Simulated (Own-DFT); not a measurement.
## Calculated data, SiC (2H silicon carbide, atoms displaced), GaN (wurtzite, strained, atoms displaced)

A calculation, not a measurement: plane-wave PBE density functional theory by an unreviewed code, no spin, of a simulated periodic cell, stress positive in tension, free energy of the whole cell less one offset for each atom, forces on such cells passed a denser k mesh, this cell's mesh not checked; offsets are fitted by least squares, one for each functional and potential file, so energies compare only between cells with the same atoms and settings and are not formation energies; the far tail of each file's local potential was reset to the Coulomb form; each entry is a single point on an unrelaxed cell, so the pressure reflects the starting lattice, mostly measured values (interpolated for alloys), from which strain is counted, and rises with the displacements; printed positions are rounded, which can move forces by about a meV/angstrom; the program, named Own-DFT, is a retired in-house code; no spin-orbit coupling. Program: Own-DFT development build.

Common to all runs: functional PBE.

(1) SiC (2H silicon carbide, atoms displaced)

```
cell vectors (Å)
   6.1654     0.0000     0.0000
  -3.0827     5.3394     0.0000
   0.0000     0.0000    10.0681
atoms (fractions of the cell vectors)
Si  0.99961  0.98721  0.00206
Si  0.16439  0.34004  0.24594
C   0.99908  0.00384  0.18762
C   0.17298  0.33466  0.43482
Si  0.00481  0.00472  0.50609
Si  0.16663  0.32740  0.75268
C   0.00606  0.00028  0.68524
C   0.16193  0.32989  0.93738
Si  0.99756  0.49365  0.00249
Si  0.16970  0.82286  0.25412
C   0.99963  0.49453  0.18633
C   0.17279  0.82951  0.43749
Si  0.00087  0.50266  0.49893
Si  0.16787  0.83316  0.75244
C   0.99974  0.49723  0.68317
C   0.16935  0.83689  0.94181
Si  0.50534  0.00007  0.99840
Si  0.66846  0.33970  0.24999
C   0.49416  0.99105  0.18652
C   0.67093  0.33715  0.43053
Si  0.51093  0.00294  0.50080
Si  0.66304  0.33127  0.74088
C   0.49904  0.99820  0.68209
C   0.66406  0.32938  0.93708
Si  0.50576  0.49974  0.00545
Si  0.66232  0.82573  0.24740
C   0.49330  0.48947  0.18967
C   0.66757  0.83599  0.43678
Si  0.50126  0.49871  0.49938
Si  0.66957  0.84111  0.75322
C   0.49870  0.50242  0.69034
C   0.66395  0.82532  0.93677
```

* potential files: PseudoDojo norm-conserving, scalar-relativistic, standard set
* wave cutoff: 42 hartree
* occupations: Fermi-Dirac
* smearing width: 0.1 eV
* hardware: one NVIDIA H100
* k mesh: 5 x 5 x 3 centred on Gamma
* free energy of cell above offsets: -4.612 eV
* pressure: 3.76 GPa
* stress xx: -2.56 GPa
* stress yy: -1.21 GPa
* stress zz: -7.5 GPa
* stress yz: 0.26 GPa
* stress xz: 0.29 GPa
* stress xy: 0.51 GPa
* wall time: 121.2 s

Force:
```tsv
element	x (eV/Å)	y (eV/Å)	z (eV/Å)
Si	-1.064	1.598	0.011
Si	0.85	-1.911	1.12
C	0.585	-1.132	0.343
C	-0.707	-0.084	0.423
Si	0.231	-0.495	-2.697
Si	-0.41	0.801	-0.53
C	-0.542	-0.168	1.724
C	0.72	-0.269	0.77
Si	-0.03	0.311	-1.19
Si	-1.23	1.331	-0.933
C	-1.013	0.713	0.22
C	-0.508	0.825	0.755
Si	0.807	-0.357	-0.493
Si	0.044	-0.574	-0.49
C	0	0.055	1.119
C	0.756	-1.178	-0.962
Si	-0.376	-0.218	0.573
Si	0.432	-1.822	-0.734
C	0.451	0.804	0.14
C	0.005	-0.186	1.945
Si	-0.924	-0.274	-1.542
Si	0.353	0.476	1.509
C	0.063	0.181	1.543
C	0.357	0.33	-0.341
Si	-0.919	-0.946	-1.54
Si	0.27	1.015	0.522
C	0.189	1.162	-0.391
C	0.969	-0.336	0.289
Si	-0.22	0.58	-0.035
Si	0.445	-0.936	-1.057
C	0.183	0.104	-0.67
C	0.234	0.599	0.598
```

(2) GaN (wurtzite, strained, atoms displaced)

```
cell vectors (Å)
  12.7560     0.0000     0.0000
  -4.7835     8.2853     0.0000
   0.0000     0.0000    10.4996
atoms (fractions of the cell vectors)
Ga  0.08067  0.22362  0.00579
Ga  0.16794  0.11316  0.24820
N   0.07978  0.22306  0.18126
N   0.16163  0.11517  0.44265
Ga  0.08461  0.22728  0.50281
Ga  0.16364  0.10157  0.75426
N   0.07757  0.21372  0.67932
N   0.16597  0.11217  0.94007
Ga  0.08670  0.56086  0.99590
Ga  0.16336  0.43752  0.25368
N   0.07819  0.55571  0.19225
N   0.16383  0.44370  0.43957
Ga  0.08513  0.55431  0.49248
Ga  0.17240  0.44243  0.75240
N   0.09142  0.56671  0.69295
N   0.16761  0.44426  0.93554
Ga  0.08732  0.88329  0.99468
Ga  0.17262  0.78957  0.25337
N   0.08516  0.89105  0.18141
N   0.15439  0.77259  0.43405
Ga  0.07827  0.88496  0.50150
Ga  0.16423  0.77268  0.75341
N   0.08833  0.89992  0.68629
N   0.17028  0.77747  0.93659
Ga  0.32882  0.22529  0.99268
Ga  0.42112  0.11504  0.25774
N   0.33003  0.21374  0.18493
N   0.42235  0.10692  0.43704
Ga  0.33493  0.22274  0.49935
Ga  0.42418  0.11232  0.74943
N   0.33399  0.22650  0.68980
N   0.42241  0.11688  0.93757
Ga  0.34477  0.55945  0.99722
Ga  0.42538  0.44965  0.25157
N   0.33720  0.56248  0.18088
N   0.41963  0.45103  0.44272
Ga  0.32958  0.55328  0.50339
Ga  0.41941  0.43937  0.75836
N   0.33539  0.55350  0.68782
N   0.42005  0.44971  0.93946
Ga  0.33165  0.88418  0.99775
Ga  0.41757  0.78580  0.24113
N   0.32936  0.88738  0.18155
N   0.40801  0.77571  0.43909
Ga  0.33514  0.89318  0.50180
Ga  0.40756  0.77448  0.75744
N   0.33639  0.88500  0.69136
N   0.41017  0.77420  0.93829
Ga  0.58333  0.22209  0.00011
Ga  0.66053  0.10519  0.25168
N   0.57244  0.21859  0.18365
N   0.66757  0.11446  0.43882
Ga  0.57789  0.21866  0.50157
Ga  0.67393  0.11557  0.75344
N   0.58216  0.21533  0.68815
N   0.66616  0.11423  0.93759
Ga  0.58310  0.55734  0.99840
Ga  0.66510  0.44018  0.25229
N   0.58810  0.55607  0.19270
N   0.66758  0.43944  0.43291
Ga  0.57680  0.55662  0.50251
Ga  0.66528  0.44583  0.74867
N   0.58399  0.55101  0.68607
N   0.65812  0.43356  0.93621
Ga  0.58628  0.89397  0.99667
Ga  0.66713  0.78529  0.25669
N   0.58753  0.88983  0.19082
N   0.65959  0.78283  0.43746
Ga  0.58533  0.88503  0.49603
Ga  0.67016  0.77594  0.74933
N   0.57794  0.88500  0.68863
N   0.66382  0.77996  0.94197
Ga  0.84144  0.23058  0.99802
Ga  0.91356  0.11083  0.24591
N   0.82988  0.22117  0.18206
N   0.92234  0.11069  0.43757
Ga  0.83356  0.22430  0.50008
Ga  0.92347  0.10971  0.74730
N   0.83360  0.21830  0.68972
N   0.91892  0.10533  0.94199
Ga  0.83926  0.56635  0.00491
Ga  0.90729  0.44108  0.25611
N   0.83489  0.55866  0.17895
N   0.91758  0.44720  0.43265
Ga  0.83391  0.55176  0.49270
Ga  0.90928  0.44084  0.74848
N   0.82387  0.55073  0.69220
N   0.91980  0.43781  0.92801
Ga  0.82950  0.88810  0.00698
Ga  0.92141  0.78053  0.25482
N   0.83059  0.87757  0.18538
N   0.91452  0.77736  0.44161
Ga  0.82756  0.88873  0.50275
Ga  0.92446  0.77866  0.74258
N   0.83414  0.88599  0.69044
N   0.91789  0.77648  0.93700
```

* potential files: PseudoDojo norm-conserving, scalar-relativistic, standard set with the stringent files for Ga
* wave cutoff: 96 hartree
* occupations: Gaussian
* smearing width: 0.01 eV
* k mesh: 3 x 4 x 3 centred on Gamma
* free energy of cell above offsets: -5.838 eV
* pressure: 4.39 GPa
* stress xx: -5.27 GPa
* stress yy: -4.9 GPa
* stress zz: -2.99 GPa
* stress yz: 0.15 GPa
* stress xz: 0.49 GPa
* stress xy: -0.17 GPa

Force:
```tsv
element	x (eV/Å)	y (eV/Å)	z (eV/Å)
Ga	0.602	0.282	-1.689
Ga	-0.511	-0.161	0.245
N	0.492	-0.314	2.039
N	1.778	-0.591	-1.062
Ga	-0.16	-0.476	-0.681
Ga	-0.039	2.616	-0.095
N	1.415	1.237	1.85
N	-0.383	-0.461	-0.527
Ga	0.086	-1.321	1.077
Ga	-0.159	1.421	-1.178
N	0.555	0.046	-0.436
N	0.82	-0.119	-0.414
Ga	-0.734	0.631	1.415
Ga	-1.036	-0.311	-0.407
N	-0.748	-2.578	-1.619
N	0.607	0.022	0.551
Ga	-1.237	0.774	0.766
Ga	-0.782	-1.56	-0.884
N	-0.213	0.04	0.769
N	1.441	1.133	0.807
Ga	0.226	1.129	-0.237
Ga	0.475	1.719	-0.613
N	0.578	-2.43	-0.213
N	-0.488	0.115	-0.277
Ga	1.671	-0.556	1.12
Ga	-1.555	-1.026	-1.778
N	0.237	1.383	0.467
N	-2.138	0.326	0.391
Ga	-0.634	-0.076	0.376
Ga	-1.362	-0.558	0.69
N	0.474	-1.131	-0.181
N	-1.334	-1.055	-0.35
Ga	-2.458	-0.374	0.7
Ga	-1.389	-0.598	-0.407
N	0.21	-0.915	1.205
N	-0.831	-1.229	-1.03
Ga	0.142	0.688	-0.161
Ga	-0.547	0.795	-1.444
N	0.211	-0.168	0.537
N	0.475	-0.833	-0.258
Ga	-0.086	1.68	0.242
Ga	-0.056	-1.036	1.107
N	0.73	0.956	0.749
N	1.193	0.04	-0.88
Ga	-0.611	-1.368	0.553
Ga	2.177	-0.333	-1.11
N	-2.02	1.042	-0.739
N	1.394	0.669	0.353
Ga	-0.125	-0.196	0.105
Ga	0.12	1.324	-0.331
N	2.261	0.5	0.632
N	0.002	-0.421	-0.232
Ga	1.876	0.777	0.624
Ga	-1.093	-1.396	-0.48
N	0.71	1.226	-0.553
N	0.903	-0.008	0.294
Ga	1.12	-0.209	0.952
Ga	0.329	0.234	-1.124
N	-0.431	0.689	-0.609
N	-0.863	0.458	1.064
Ga	1.851	0.235	-0.086
Ga	-0.187	-1.355	0.795
N	-0.69	0.622	0.258
N	0.678	2.105	0.062
Ga	-0.769	0.027	0.332
Ga	1.024	-1.292	-1.106
N	-1.101	0.027	-0.993
N	2.865	-1.51	0.001
Ga	-3.497	1.481	1.876
Ga	-1.317	0.211	0.308
N	0.883	0.111	0.154
N	0.729	-0.433	-0.782
Ga	-0.533	-1.269	-0.07
Ga	0.209	-0.347	0.365
N	-0.243	-0.069	0.958
N	-1.599	-0.1	-0.453
Ga	0.416	-0.464	0.008
Ga	-1.425	-0.332	1.105
N	0.617	0.43	-0.731
N	-0.778	0.283	-0.85
Ga	-0.209	-1.769	-2.19
Ga	1.192	0.281	-2.337
N	-0.385	-0.393	2.648
N	0.22	-0.701	1.554
Ga	-0.944	0.211	1.338
Ga	1.189	0.542	-0.475
N	1.96	0.923	-1.61
N	-0.737	1.601	1.243
Ga	0.837	-0.288	-1.307
Ga	-0.076	-0.207	-0.837
N	-0.301	1.091	1.567
N	-0.616	-0.21	-0.262
Ga	0.642	0.217	-0.139
Ga	-1.294	-0.625	1.165
N	0.16	0.057	-0.51
N	-0.052	0.766	-0.678
```

(3) SiC (2H silicon carbide, atoms displaced)

```
cell vectors (Å)
   9.2481     0.0000     0.0000
  -4.6241     8.0091     0.0000
   0.0000     0.0000    10.0681
atoms (fractions of the cell vectors)
Si  0.99725  0.98684  0.99030
Si  0.10264  0.22057  0.24509
C   0.99167  0.99528  0.19043
C   0.11276  0.21960  0.43155
Si  0.98952  0.99291  0.49813
Si  0.11890  0.22717  0.75761
C   0.99135  0.99990  0.68359
C   0.10436  0.21408  0.92938
Si  0.00001  0.33496  0.00277
Si  0.11860  0.55514  0.24811
C   0.99359  0.33809  0.19024
C   0.10854  0.56450  0.44611
Si  0.99115  0.32794  0.49363
Si  0.11916  0.55012  0.75662
C   0.01323  0.34628  0.68358
C   0.10875  0.55920  0.94153
Si  0.99734  0.66180  0.00208
Si  0.09989  0.87741  0.25155
C   0.01054  0.67431  0.17695
C   0.12044  0.89839  0.43749
Si  0.00128  0.66198  0.50022
Si  0.09766  0.87612  0.75243
C   0.00205  0.65308  0.68255
C   0.11276  0.87966  0.94843
Si  0.34880  0.00331  0.99298
Si  0.43602  0.22539  0.25061
C   0.33200  0.00227  0.18052
C   0.43749  0.21359  0.43586
Si  0.33070  0.99683  0.50425
Si  0.44041  0.23465  0.74234
C   0.33840  0.99378  0.68888
C   0.44594  0.22232  0.93247
Si  0.33513  0.32548  0.99621
Si  0.44474  0.55434  0.24778
C   0.31993  0.32687  0.17508
C   0.43575  0.55624  0.45035
Si  0.32500  0.33461  0.49485
Si  0.44964  0.56231  0.75792
C   0.34404  0.33452  0.68191
C   0.43588  0.54985  0.93518
Si  0.35749  0.68237  0.00752
Si  0.45931  0.89029  0.24941
C   0.33885  0.66787  0.18939
C   0.45498  0.88211  0.43443
Si  0.33543  0.66812  0.50843
Si  0.43559  0.88216  0.74245
C   0.33520  0.66170  0.69083
C   0.45487  0.89167  0.93913
Si  0.66231  0.98990  0.00418
Si  0.77231  0.22894  0.24757
C   0.66687  0.99348  0.19474
C   0.78936  0.21297  0.43499
Si  0.65952  0.99444  0.49280
Si  0.76930  0.20934  0.75047
C   0.67280  0.99730  0.68970
C   0.77566  0.21846  0.93875
Si  0.65783  0.34405  0.99954
Si  0.76623  0.54554  0.24552
C   0.65771  0.33678  0.19253
C   0.77997  0.55624  0.42544
Si  0.67275  0.33451  0.50947
Si  0.77217  0.55060  0.75259
C   0.67206  0.34315  0.68042
C   0.79026  0.56137  0.94499
Si  0.67050  0.66980  0.99238
Si  0.77149  0.88855  0.24989
C   0.66318  0.66725  0.19486
C   0.78900  0.89415  0.45426
Si  0.66073  0.66961  0.49985
Si  0.78381  0.89428  0.75374
C   0.66486  0.66479  0.69041
C   0.77090  0.88517  0.94312
```

- potential files: PseudoDojo norm-conserving, scalar-relativistic, standard set
- wave cutoff: 42 hartree
- occupations: Fermi-Dirac
- smearing width: 0.1 eV
- hardware: one NVIDIA H100
- k mesh: 4 x 4 x 3 centred on Gamma
- free energy of cell above offsets: -2.974 eV
- pressure: 6.35 GPa
- stress xx: -6.2 GPa
- stress yy: -5.23 GPa
- stress zz: -7.61 GPa
- stress yz: -0.64 GPa
- stress xz: -0.94 GPa
- stress xy: -0.52 GPa
- wall time: 352.4 s

Force:
```tsv
element	x (eV/Å)	y (eV/Å)	z (eV/Å)
Si	-0.418	1.487	2.421
Si	0.27	-0.761	0.248
C	0.224	0.064	-1.154
C	-1.548	0.109	0.425
Si	4.636	2.946	0.89
Si	-0.837	-0.365	-4.479
C	2.48	0.579	1.48
C	0.661	0.337	3.662
Si	-0.229	-0.122	-1.031
Si	-1.792	1.494	0.914
C	0.803	-0.778	-0.621
C	3.272	-2.175	-2.675
Si	3.544	2.202	1.72
Si	-1.772	0.941	-0.371
C	-0.432	-3.378	0.468
C	2.339	-0.549	-0.023
Si	2.129	1.119	-0.319
Si	1.062	2.641	-0.564
C	-0.906	-2.793	3.126
C	-1.27	-2.331	0.342
Si	-2.599	1.963	-0.381
Si	1.111	0.54	-0.627
C	-1.504	1.17	2.022
C	0.011	1.201	-2.896
Si	-2.087	-0.786	1.558
Si	0.189	-1.843	-0.264
C	1.05	-0.235	1.177
C	0.557	1.68	0.925
Si	0.959	0.286	-1.195
Si	4.515	-3.12	0.856
C	-2.95	1.509	0.081
C	-0.217	0.392	-0.811
Si	-2.169	0.242	-0.755
Si	-0.744	-0.761	0.949
C	0.779	1.128	2.376
C	1.431	-0.319	-2.786
Si	1.777	-0.969	0.74
Si	0.288	-1.188	-2.406
C	-4.294	1.695	0.243
C	1.767	0.421	1.576
Si	-2.999	-2.592	-0.957
Si	-4.191	-0.575	0.404
C	0.417	0.196	0.25
C	-3.061	-0.086	0.48
Si	-1.477	-0.359	-1.075
Si	3.058	0.483	1.8
C	-0.17	0.734	0.465
C	-0.86	-0.532	-1.408
Si	0.585	2.91	0.126
Si	0.751	-1.048	0.525
C	-0.265	2.624	-1.901
C	-4.537	-0.032	-0.548
Si	3.069	1.195	2.475
Si	0.836	2.691	-0.007
C	-2.286	-0.649	-1.127
C	-0.758	0.273	0.848
Si	2.885	-1.789	0.472
Si	1.466	3.303	0.368
C	0.114	-1.727	-1.869
C	-0.521	-0.248	2.893
Si	-0.678	-0.11	-4.94
Si	1.628	1.492	-0.599
C	-0.165	-2.327	3.729
C	-3.272	-0.992	-1.949
Si	-0.548	-1.484	1.91
Si	2.606	-0.472	1.719
C	0.373	-0.364	-1.838
C	-4.888	-2.93	-3.946
Si	1.8	-0.864	0.353
Si	-0.959	-1.43	-0.548
C	0.563	0.714	0.48
C	1.397	0.322	-1.426
```
